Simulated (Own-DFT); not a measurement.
Simulation results for GaN (wurtzite, strained, atoms displaced)

Computed with Own-DFT development build. A calculation, not a measurement: plane-wave PBE density functional theory by an unreviewed code, no spin, of a simulated periodic cell, stress positive in tension, free energy of the whole cell less one offset for each atom, forces on such cells passed a denser k mesh, this cell's mesh not checked; offsets are fitted by least squares, one for each functional and potential file, so energies compare only between cells with the same atoms and settings and are not formation energies; the far tail of each file's local potential was reset to the Coulomb form; each entry is a single point on an unrelaxed cell, so the pressure reflects the starting lattice, mostly measured values (interpolated for alloys), from which strain is counted, and rises with the displacements; printed positions are rounded, which can move forces by about a meV/angstrom; the program, named Own-DFT, is a retired in-house code; no spin-orbit coupling.

Common to all runs: functional PBE; potential files PseudoDojo norm-conserving, scalar-relativistic, standard set with the stringent files for Ga; wave cutoff 96 hartree; occupations Gaussian; smearing width 0.01 eV; k mesh 3 x 4 x 3 centred on Gamma.

```yaml
- entry: 1
  formula: GaN
  kind: "wurtzite, strained, atoms displaced"
  structure:
    cell_angstrom: [[12.756, 0.0, 0.0], [-4.7835, 8.2853, 0.0], [0.0, 0.0, 10.5515]]
    atoms_fractional:
      - [Ga, 0.08727, 0.2187, 0.99785]
      - [Ga, 0.17293, 0.11169, 0.25059]
      - ["N", 0.08493, 0.21638, 0.18515]
      - ["N", 0.17113, 0.11238, 0.43434]
      - [Ga, 0.08531, 0.22629, 0.5095]
      - [Ga, 0.16709, 0.11447, 0.75014]
      - ["N", 0.07786, 0.21977, 0.68897]
      - ["N", 0.16485, 0.11149, 0.9412]
      - [Ga, 0.08519, 0.55531, 0.00245]
      - [Ga, 0.1691, 0.44169, 0.24965]
      - ["N", 0.08104, 0.54932, 0.17967]
      - ["N", 0.16862, 0.43751, 0.43885]
      - [Ga, 0.08062, 0.5577, 0.50163]
      - [Ga, 0.16307, 0.43992, 0.74834]
      - ["N", 0.0857, 0.55093, 0.69112]
      - ["N", 0.16338, 0.43271, 0.93526]
      - [Ga, 0.08556, 0.88721, 0.99511]
      - [Ga, 0.16748, 0.78216, 0.25565]
      - ["N", 0.08331, 0.88715, 0.18245]
      - ["N", 0.16771, 0.78941, 0.43874]
      - [Ga, 0.0774, 0.89135, 0.5012]
      - [Ga, 0.16923, 0.77743, 0.75651]
      - ["N", 0.08508, 0.88839, 0.68724]
      - ["N", 0.17297, 0.78493, 0.93606]
      - [Ga, 0.33553, 0.23035, 0.9911]
      - [Ga, 0.43032, 0.11753, 0.25286]
      - ["N", 0.32885, 0.2267, 0.18266]
      - ["N", 0.41806, 0.10237, 0.43354]
      - [Ga, 0.33904, 0.21951, 0.49448]
      - [Ga, 0.40904, 0.11302, 0.74475]
      - ["N", 0.33287, 0.22165, 0.68888]
      - ["N", 0.41668, 0.11829, 0.93317]
      - [Ga, 0.33832, 0.55595, 0.99822]
      - [Ga, 0.41895, 0.43647, 0.25517]
      - ["N", 0.32841, 0.557, 0.18567]
      - ["N", 0.41583, 0.43583, 0.43988]
      - [Ga, 0.33594, 0.55075, 0.49846]
      - [Ga, 0.41571, 0.44527, 0.74908]
      - ["N", 0.33357, 0.56323, 0.68422]
      - ["N", 0.40386, 0.43192, 0.93931]
      - [Ga, 0.33856, 0.89254, 0.0039]
      - [Ga, 0.4165, 0.77683, 0.24938]
      - ["N", 0.33562, 0.88196, 0.18798]
      - ["N", 0.4183, 0.78237, 0.44446]
      - [Ga, 0.33834, 0.88821, 0.495]
      - [Ga, 0.41319, 0.77419, 0.7495]
      - ["N", 0.32956, 0.89025, 0.69092]
      - ["N", 0.41402, 0.77715, 0.9407]
      - [Ga, 0.58691, 0.22599, 0.98922]
      - [Ga, 0.66908, 0.10782, 0.24657]
      - ["N", 0.59462, 0.22484, 0.19018]
      - ["N", 0.67291, 0.11618, 0.434]
      - [Ga, 0.58218, 0.22285, 0.49268]
      - [Ga, 0.67, 0.11642, 0.75049]
      - ["N", 0.5837, 0.2212, 0.68443]
      - ["N", 0.66339, 0.11083, 0.94606]
      - [Ga, 0.58463, 0.55718, 0.99962]
      - [Ga, 0.66335, 0.44564, 0.24332]
      - ["N", 0.59163, 0.56204, 0.18554]
      - ["N", 0.67, 0.44896, 0.43998]
      - [Ga, 0.58428, 0.56647, 0.50512]
      - [Ga, 0.66851, 0.44677, 0.75877]
      - ["N", 0.57856, 0.54898, 0.6949]
      - ["N", 0.66608, 0.44756, 0.93973]
      - [Ga, 0.58062, 0.88859, 0.00318]
      - [Ga, 0.66964, 0.7749, 0.24445]
      - ["N", 0.58696, 0.88773, 0.18768]
      - ["N", 0.66355, 0.77514, 0.44423]
      - [Ga, 0.57772, 0.88505, 0.50399]
      - [Ga, 0.6644, 0.7778, 0.73953]
      - ["N", 0.58439, 0.88411, 0.69023]
      - ["N", 0.66449, 0.76268, 0.93399]
      - [Ga, 0.83325, 0.22229, 0.9984]
      - [Ga, 0.90954, 0.10271, 0.24817]
      - ["N", 0.83198, 0.2169, 0.18758]
      - ["N", 0.9201, 0.1114, 0.44029]
      - [Ga, 0.83014, 0.21374, 0.50516]
      - [Ga, 0.92456, 0.11234, 0.75937]
      - ["N", 0.8387, 0.2262, 0.68841]
      - ["N", 0.91516, 0.09977, 0.93878]
      - [Ga, 0.8361, 0.55872, 0.00677]
      - [Ga, 0.9074, 0.44033, 0.25328]
      - ["N", 0.8328, 0.54413, 0.18752]
      - ["N", 0.92146, 0.45295, 0.44026]
      - [Ga, 0.83101, 0.55244, 0.50351]
      - [Ga, 0.91454, 0.43651, 0.74408]
      - ["N", 0.8331, 0.55166, 0.68545]
      - ["N", 0.9132, 0.44025, 0.93919]
      - [Ga, 0.83756, 0.88902, 0.99909]
      - [Ga, 0.91271, 0.77911, 0.2575]
      - ["N", 0.82883, 0.8904, 0.18903]
      - ["N", 0.91897, 0.77839, 0.43217]
      - [Ga, 0.83575, 0.88041, 0.5063]
      - [Ga, 0.91161, 0.78026, 0.75179]
      - ["N", 0.83324, 0.89149, 0.68161]
      - ["N", 0.91662, 0.77835, 0.93577]
  results:
    "free_energy_of_cell_above_offsets [eV]": "-5.950"
    "pressure [GPa]": 3.61
    "stress_xx [GPa]": -4.89
    "stress_yy [GPa]": -5.71
    "stress_zz [GPa]": -0.24
    "stress_yz [GPa]": 0.56
    "stress_xz [GPa]": -0.06
    "stress_xy [GPa]": 0.77
    force_element: [Ga, Ga, "N", "N", Ga, Ga, "N", "N", Ga, Ga, "N", "N", Ga, Ga, "N", "N", Ga, Ga, "N", "N", Ga, Ga, "N", "N", Ga, Ga, "N", "N", Ga, Ga, "N", "N", Ga, Ga, "N", "N", Ga, Ga, "N", "N", Ga, Ga, "N", "N", Ga, Ga, "N", "N", Ga, Ga, "N", "N", Ga, Ga, "N", "N", Ga, Ga, "N", "N", Ga, Ga, "N", "N", Ga, Ga, "N", "N", Ga, Ga, "N", "N", Ga, Ga, "N", "N", Ga, Ga, "N", "N", Ga, Ga, "N", "N", Ga, Ga, "N", "N", Ga, Ga, "N", "N", Ga, Ga, "N", "N"]
    "force_x [eV/angstrom]": [-1.178, -1.525, -0.727, -0.392, 0.16, 0.08, 1.586, 1.177, 0.066, -1.269, -0.231, -0.613, 1.438, 0.793, -1.148, -0.049, -0.217, -0.06, -0.381, 0.673, 1.505, -0.652, -0.895, 0.016, -0.093, -1.328, 2.572, -0.221, -0.918, 2.2, -1.128, 0.659, -1.79, -0.933, 2.055, 0.501, -0.945, -0.748, 0.482, 1.667, -0.813, 0.767, -0.854, 0.606, -2.068, -0.127, 1.1, 0.737, -1.219, 0.362, -1.574, -0.97, 1.146, -0.247, -0.378, 1.165, -0.795, 1.607, -1.526, -1.185, 0.846, 0.014, 0.61, 0.703, 0.881, -1.258, -0.597, 0.364, 1.241, 1.045, -1.479, -0.595, 0.419, 1.44, 0.136, -0.287, 0.886, -1.864, -0.101, -0.51, 0.186, 2.723, -1.996, -0.711, 0.387, 0.133, -0.426, 0.234, -1.056, 1.055, 1.499, -0.669, -0.991, 1.334, 0.067, 0.415]
    "force_y [eV/angstrom]": [0.23, -0.661, -0.017, 0.115, -0.925, -0.767, 0.279, -0.759, -0.25, -0.768, 0.449, 1.335, 0.548, 0.5, 0.762, 1.512, 0.245, -0.908, -0.112, -1.049, 0.564, -0.374, 0.024, -0.889, -3.12, -0.854, -0.196, 1.192, -0.97, -0.603, 0.913, -0.545, -0.236, 1.145, 0.017, 1.212, 0.322, -0.129, -1.627, 3.52, 0.428, -0.407, 1.6, -1.642, -0.377, 1.285, -0.007, -0.07, -0.125, -0.071, 0.028, -1.027, 0.483, -0.689, 0.155, -0.448, -1.11, -0.275, -1.181, -0.117, -2.2, -0.5, 0.653, -0.01, -0.644, 0.472, -0.529, 1.132, 1.327, -0.67, 1.232, 2.587, -0.277, 1.871, 0.512, -0.615, 0.836, -0.73, -1.906, 1.497, -0.346, -0.503, 2.057, -1.361, 0.189, 1.891, 0.685, 0.572, -1.208, -0.154, -0.921, -0.67, 1.264, -0.588, -0.091, -0.413]
    "force_z [eV/angstrom]": [1.407, -0.305, 0.319, 0.996, -1.896, 0.241, 0.188, -1.487, -1.023, -0.118, 2.238, -0.04, -0.03, 0.709, -0.563, -0.202, 0.698, -1.103, 0.61, 0.267, 0.16, -1.085, 0.398, 0.738, 1.87, -1.592, 0.062, 0.279, 0.851, 0.75, -1.135, 0.396, 0.61, -0.987, 0.365, -0.239, 0.067, 0.345, 0.211, -1.495, -0.34, 0.358, 0.32, -1.478, 1.543, 0.476, -0.962, -0.714, 1.345, 0.674, -1.037, 0.42, 0.919, 0.068, 0.308, -1.545, -0.024, 1.374, -0.182, -0.786, 0.143, -1.474, -0.897, 0.301, -0.605, 1.514, 0.188, -1.062, -0.247, 1.752, -0.232, -0.268, 0.625, 0.911, -0.344, -0.096, -0.794, -0.884, 0.312, 0.104, -0.956, 0.174, 0.106, -0.22, -0.48, 1.336, 0.829, -0.731, 0.455, -2.283, -0.748, 1.596, -1.827, -0.41, 1.718, 0.283]
- entry: 2
  formula: GaN
  kind: "wurtzite, strained, atoms displaced"
  structure:
    cell_angstrom: [[12.756, 0.0, 0.0], [-4.7835, 8.2853, 0.0], [0.0, 0.0, 10.5515]]
    atoms_fractional:
      - [Ga, 0.08534, 0.22122, 0.00191]
      - [Ga, 0.16518, 0.10781, 0.24437]
      - ["N", 0.08592, 0.21835, 0.19286]
      - ["N", 0.15264, 0.09677, 0.44369]
      - [Ga, 0.08342, 0.22907, 0.50628]
      - [Ga, 0.16103, 0.11211, 0.75478]
      - ["N", 0.08598, 0.22475, 0.68726]
      - ["N", 0.17501, 0.11767, 0.93777]
      - [Ga, 0.08715, 0.56747, 0.00354]
      - [Ga, 0.16689, 0.44708, 0.24438]
      - ["N", 0.08392, 0.55344, 0.18558]
      - ["N", 0.17364, 0.45215, 0.44036]
      - [Ga, 0.08451, 0.55772, 0.50184]
      - [Ga, 0.17651, 0.44928, 0.74485]
      - ["N", 0.08981, 0.55106, 0.68712]
      - ["N", 0.16357, 0.45531, 0.93783]
      - [Ga, 0.08486, 0.89165, 0.00623]
      - [Ga, 0.16795, 0.77806, 0.24985]
      - ["N", 0.08591, 0.89052, 0.18251]
      - ["N", 0.1714, 0.7767, 0.44265]
      - [Ga, 0.07965, 0.89108, 0.50382]
      - [Ga, 0.16126, 0.77443, 0.74134]
      - ["N", 0.08516, 0.89387, 0.69499]
      - ["N", 0.16648, 0.77858, 0.93945]
      - [Ga, 0.33383, 0.22592, 0.00345]
      - [Ga, 0.41726, 0.11234, 0.25521]
      - ["N", 0.33041, 0.22074, 0.18187]
      - ["N", 0.41869, 0.10449, 0.44083]
      - [Ga, 0.33907, 0.22636, 0.49522]
      - [Ga, 0.4109, 0.11167, 0.74963]
      - ["N", 0.33363, 0.22733, 0.69096]
      - ["N", 0.42189, 0.11397, 0.93978]
      - [Ga, 0.33985, 0.55843, 0.99579]
      - [Ga, 0.41102, 0.43, 0.25435]
      - ["N", 0.33702, 0.55666, 0.19633]
      - ["N", 0.42223, 0.44531, 0.44372]
      - [Ga, 0.33477, 0.5635, 0.49235]
      - [Ga, 0.40999, 0.4324, 0.75269]
      - ["N", 0.33482, 0.55528, 0.68767]
      - ["N", 0.41025, 0.44161, 0.94118]
      - [Ga, 0.33949, 0.89904, 0.00911]
      - [Ga, 0.42286, 0.78847, 0.25244]
      - ["N", 0.32507, 0.87702, 0.18888]
      - ["N", 0.40867, 0.77693, 0.4256]
      - [Ga, 0.32806, 0.88241, 0.50726]
      - [Ga, 0.41665, 0.78188, 0.75068]
      - ["N", 0.32638, 0.87465, 0.69584]
      - ["N", 0.41385, 0.77553, 0.9382]
      - [Ga, 0.57913, 0.22093, 0.99882]
      - [Ga, 0.66899, 0.10705, 0.24635]
      - ["N", 0.5805, 0.21876, 0.19181]
      - ["N", 0.66743, 0.11067, 0.43334]
      - [Ga, 0.58948, 0.23078, 0.49424]
      - [Ga, 0.66174, 0.09496, 0.75057]
      - ["N", 0.58221, 0.21857, 0.68735]
      - ["N", 0.66612, 0.11581, 0.94013]
      - [Ga, 0.58795, 0.55917, 0.99363]
      - [Ga, 0.67171, 0.45197, 0.25036]
      - ["N", 0.58262, 0.55051, 0.18603]
      - ["N", 0.66669, 0.442, 0.4431]
      - [Ga, 0.58081, 0.5573, 0.49837]
      - [Ga, 0.66992, 0.45341, 0.74903]
      - ["N", 0.584, 0.56081, 0.68492]
      - ["N", 0.66852, 0.44465, 0.93848]
      - [Ga, 0.57574, 0.87128, 0.99273]
      - [Ga, 0.67202, 0.78073, 0.25262]
      - ["N", 0.58594, 0.89347, 0.18948]
      - ["N", 0.67139, 0.78056, 0.4387]
      - [Ga, 0.59055, 0.90088, 0.50655]
      - [Ga, 0.66118, 0.78009, 0.75384]
      - ["N", 0.5811, 0.88842, 0.69716]
      - ["N", 0.66162, 0.7822, 0.94859]
      - [Ga, 0.8294, 0.21553, 0.00402]
      - [Ga, 0.90812, 0.10236, 0.2526]
      - ["N", 0.83426, 0.21809, 0.18698]
      - ["N", 0.9172, 0.11057, 0.44008]
      - [Ga, 0.834, 0.21772, 0.49975]
      - [Ga, 0.91486, 0.11272, 0.74241]
      - ["N", 0.83447, 0.22329, 0.68879]
      - ["N", 0.92224, 0.10905, 0.94221]
      - [Ga, 0.82871, 0.55265, 0.00662]
      - [Ga, 0.92135, 0.44397, 0.2467]
      - ["N", 0.82996, 0.5594, 0.18465]
      - ["N", 0.92418, 0.4532, 0.44266]
      - [Ga, 0.83163, 0.55956, 0.49887]
      - [Ga, 0.91344, 0.44917, 0.74471]
      - ["N", 0.8256, 0.55824, 0.68376]
      - ["N", 0.9098, 0.43809, 0.94066]
      - [Ga, 0.82856, 0.89084, 0.99692]
      - [Ga, 0.9157, 0.77508, 0.2489]
      - ["N", 0.827, 0.89079, 0.19529]
      - ["N", 0.92274, 0.78491, 0.43562]
      - [Ga, 0.83505, 0.8858, 0.50175]
      - [Ga, 0.91907, 0.77129, 0.7431]
      - ["N", 0.83465, 0.88469, 0.69196]
      - ["N", 0.90482, 0.75166, 0.93723]
  results:
    "free_energy_of_cell_above_offsets [eV]": "-4.637"
    "pressure [GPa]": 3.98
    "stress_xx [GPa]": -5.96
    "stress_yy [GPa]": -6.62
    "stress_zz [GPa]": 0.65
    "stress_yz [GPa]": 0.29
    "stress_xz [GPa]": -0.2
    "stress_xy [GPa]": -0.54
    force_element: [Ga, Ga, "N", "N", Ga, Ga, "N", "N", Ga, Ga, "N", "N", Ga, Ga, "N", "N", Ga, Ga, "N", "N", Ga, Ga, "N", "N", Ga, Ga, "N", "N", Ga, Ga, "N", "N", Ga, Ga, "N", "N", Ga, Ga, "N", "N", Ga, Ga, "N", "N", Ga, Ga, "N", "N", Ga, Ga, "N", "N", Ga, Ga, "N", "N", Ga, Ga, "N", "N", Ga, Ga, "N", "N", Ga, Ga, "N", "N", Ga, Ga, "N", "N", Ga, Ga, "N", "N", Ga, Ga, "N", "N", Ga, Ga, "N", "N", Ga, Ga, "N", "N", Ga, Ga, "N", "N", Ga, Ga, "N", "N"]
    "force_x [eV/angstrom]": [-0.095, -0.034, -1.469, 1.51, 0.628, 1.021, -0.612, -1.267, -0.752, 1.007, -0.482, -1.164, 0.888, -1.377, -2.099, 1.837, -0.26, -0.697, -0.512, -1.997, 1.633, 0.502, -0.228, 0.059, 0.952, -0.102, 0.644, -0.684, -0.987, 1.232, -0.337, -1.739, -2.378, 0.184, 0.056, -1.47, 0.935, 0.369, 1.164, 1.962, -0.708, 0.044, 1.104, 1.468, 1.019, -0.248, -0.145, -0.206, 1.303, -0.875, 0.502, 0.259, -0.152, -0.559, -0.033, 0.321, -0.539, -0.92, -0.422, -0.332, 1.302, -1.053, -0.444, -1.029, -2.372, -2.278, 0.259, -0.808, -0.601, 1.801, 0.012, 2.599, 0.471, 1.553, -0.346, -0.02, -0.407, 0.965, -0.834, -1.079, 0.927, -0.873, 1.517, -1.272, 0.82, 0.869, 2.032, 0.564, 1.627, -0.033, 2.311, -0.881, -0.166, -0.935, -0.833, -0.084]
    "force_y [eV/angstrom]": [1.24, -0.059, 0.332, 2.971, -0.181, 0.302, -0.052, -0.892, -1.312, -0.44, 0.588, -1.242, -0.06, -0.585, 0.357, -1.234, -0.822, -0.632, -0.757, 0.285, -0.945, -0.602, -0.484, 1.34, -0.329, -0.733, -0.808, 0.621, -1.44, -0.362, -2.028, -0.297, -0.329, 2.096, 0.048, -0.323, -0.346, 2.473, 0.905, 0.289, -1.23, -1.154, 1.922, 0.976, 0.695, -1.556, 2.047, 0.531, 0.736, 0.778, 0.568, 0.541, -1.916, 4.049, 0.194, -1.61, -1.159, -1.384, 0.543, 1.688, 0.605, -1.719, -0.306, -0.218, 3.424, -1.505, -1.156, -0.059, -1.492, -0.908, -1.173, -1.389, 0.667, 1.479, 0.793, -0.076, 1.016, -0.115, -0.308, -0.07, -1.653, -0.073, -0.412, -1.162, -0.133, -0.497, -0.176, 0.538, -0.62, 1.008, -0.53, -1.358, 0.511, 0.648, 0.368, 4.238]
    "force_z [eV/angstrom]": [0.117, 1.605, -0.632, -1.288, -1.287, -0.202, 0.536, 0.195, -1.066, 0.865, 0.6, -0.745, 0.088, 1.6, -0.171, -0.112, -2.26, 0.888, 1.562, -0.736, 0.404, 2.068, -1.107, -0.477, -0.736, -0.464, 1.594, -0.03, 1.042, 0.141, -1.075, -0.506, 1.554, -0.438, -1.027, -1.207, 0.892, 0.046, -0.685, -0.951, -1.271, -1.451, 0.095, 3.173, -0.184, 0.68, -1.163, -0.246, 0.699, 0.117, -0.317, 0.499, 1.41, 1.186, -0.119, -0.377, 1.201, 0.27, 0.259, -1.348, 0.677, 0.492, 0.901, -0.549, 2.309, 0.005, -0.806, 0.438, -1.031, -0.043, -1.869, -2.357, -1.067, 0.393, 0.51, 0.026, 0.075, 1.353, -0.503, -0.962, -0.826, 0.624, 1.428, -0.957, -0.285, 1.236, -0.628, -0.305, 0.548, -0.13, -1.671, -0.057, 0.289, 1.995, -0.331, -0.63]
```
